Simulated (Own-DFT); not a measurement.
# Strain and stress in wurtzite GaN, 72 atoms (Ga36N36)

All numbers below are calculated, not measured. The program, named Own-DFT, is a retired in-house plane-wave density functional code that no person has reviewed. Each row is one single-point run on a periodic cell that was not relaxed, without spin or spin-orbit coupling.

Settings of every run: PBE; PseudoDojo norm-conserving scalar-relativistic files (stringent for Ga); cutoff 96 hartree; 4 x 4 x 3 k mesh centred on Gamma; Gaussian smearing of 0.01 eV.

Known limits: forces not confirmed at this smearing and k mesh; stress not checked against mesh or cutoff.

Unstrained cell vectors in Å: (9.567, 0.000, 0.000); (-4.784, 8.285, 0.000); (0.000, 0.000, 10.370). The unstrained cell has measured lattice constants (interpolated for alloys), not those of this functional. That, the random moves and any unrelaxed bonds set the pressure at no strain. Each run strains this cell uniformly, with the atoms carried along. Every atom was also moved at random, by a Gaussian of width 0.05 Å on each axis. Strain is the symmetric tensor, in per cent. Stress is positive in tension, and the pressure is minus a third of its trace.

| run | e_xx (%) | e_yy (%) | e_zz (%) | e_yz (%) | e_xz (%) | e_xy (%) | s_xx (GPa) | s_yy (GPa) | s_zz (GPa) | s_yz (GPa) | s_xz (GPa) | s_xy (GPa) | P (GPa) | E (meV/atom) |
|---|---|---|---|---|---|---|---|---|---|---|---|---|---|---|
| 1 | -1.34 | -0.95 | -1.68 | 0.26 | -1.83 | -1.31 | -17.52 | -13.43 | -17.12 | 0.66 | -5.41 | -3.60 | 16.02 | 54.5 |
| 2 | 1.89 | 1.24 | -0.22 | 0.92 | -0.11 | 0.79 | 1.12 | -0.66 | -6.70 | 1.98 | 0.16 | 2.99 | 2.08 | 10.2 |
| 3 | -0.36 | -0.53 | -0.06 | -1.41 | 0.57 | -0.19 | -9.63 | -9.83 | -7.41 | -2.72 | 0.96 | -0.85 | 8.96 | 15.6 |
| 4 | -1.74 | -0.72 | -1.24 | 0.43 | 1.53 | 0.64 | -16.72 | -14.55 | -15.02 | 0.69 | 3.59 | 3.66 | 15.43 | 47.9 |
| 5 | 1.52 | -1.94 | -1.74 | 0.82 | 1.06 | -1.58 | -3.32 | -16.98 | -16.41 | 0.67 | 2.01 | -5.21 | 12.23 | 40.2 |
| 6 | -0.62 | 0.02 | 1.12 | 0.52 | -1.94 | 1.28 | -8.36 | -6.25 | -2.85 | 0.87 | -3.36 | 4.15 | 5.82 | 0.0 |
| 7 | 0.09 | 0.38 | -0.51 | -0.38 | 0.09 | -0.05 | -6.64 | -5.78 | -9.60 | -0.39 | 0.74 | -0.16 | 7.34 | 12.4 |
| 8 | 1.16 | 0.95 | 0.37 | -1.38 | 0.62 | -0.61 | -2.27 | -2.51 | -3.48 | -2.36 | 1.18 | -0.91 | 2.75 | 13.4 |
| 9 | 0.23 | -1.32 | -0.30 | -1.03 | -0.73 | 0.92 | -7.42 | -11.20 | -11.77 | -3.57 | -1.51 | 2.30 | 10.13 | 23.0 |
| 10 | -0.26 | -1.03 | -1.87 | 1.69 | -0.92 | 0.56 | -9.16 | -14.85 | -19.08 | 3.63 | -1.72 | 0.37 | 14.36 | 46.1 |
| 11 | -1.91 | 0.56 | 0.77 | 0.12 | -0.02 | -1.83 | -16.64 | -4.94 | -4.29 | 0.36 | 1.04 | -4.92 | 8.62 | 16.9 |
| 12 | -1.81 | -0.93 | -0.71 | 1.41 | -0.76 | 0.67 | -17.33 | -13.70 | -13.35 | 3.21 | -1.77 | 1.64 | 14.80 | 40.6 |
| 13 | 0.94 | -1.54 | 0.56 | 0.15 | -1.51 | -0.32 | -7.03 | -10.69 | -5.39 | 1.16 | -3.64 | -0.86 | 7.71 | 22.6 |
| 14 | -0.68 | 0.24 | 0.64 | -1.60 | -1.46 | -0.71 | -6.98 | -8.04 | -6.42 | -4.12 | -3.66 | -1.87 | 7.15 | 18.0 |
| 15 | 0.61 | -1.85 | 0.93 | 0.24 | -0.92 | -1.61 | ? | ? | ? | ? | ? | ? | ? | ? |

E is the free energy for each atom above the lowest run shown.

## Worked fit

Each stress component was fitted by least squares to a constant and the strains of the runs shown, as fractions, with shears doubled. Shear strains stay in the fit of a normal stress only where such slopes are resolved. The slopes, in GPa:

| stress | at no strain | per e_xx | per e_yy | per e_zz | scatter |
|---|---|---|---|---|---|
| s_xx | -7.6 | 438 ± 38 | 107 ± 57 | 53 ± 56 | 1.70 |
| s_yy | -7.3 | 94 ± 25 | 375 ± 37 | 159 ± 36 | 1.11 |
| s_zz | -7.7 | 66 ± 22 | 98 ± 33 | 480 ± 33 | 1.00 |

Each shear stress against twice its own strain: yz 115 ± 12, xz 123 ± 7, xy 149 ± 11 GPa. These are stiffnesses along x, y and z of the frame in which the cell vectors are given, which need not be the crystal's axes. The atoms are held to the strained lattice; where symmetry lets them move under strain, relaxing them would lower some slopes. The table should be nearly symmetric about its diagonal, and what it lacks of that shows the noise. A ninth of its sum, 208 ± 5 GPa, estimates the bulk modulus near the mean pressure of these runs, 9.5 GPa, so it lies above the value at zero pressure.

## Withheld run

Question: what normal stresses and pressure should run 15 give?

The fit gives s_xx = -6.4, s_yy = -12.2, s_zz = -4.6 and P = 7.7 GPa. The calculation gave -5.87, -13.32, -3.89 and P = 7.70 GPa.
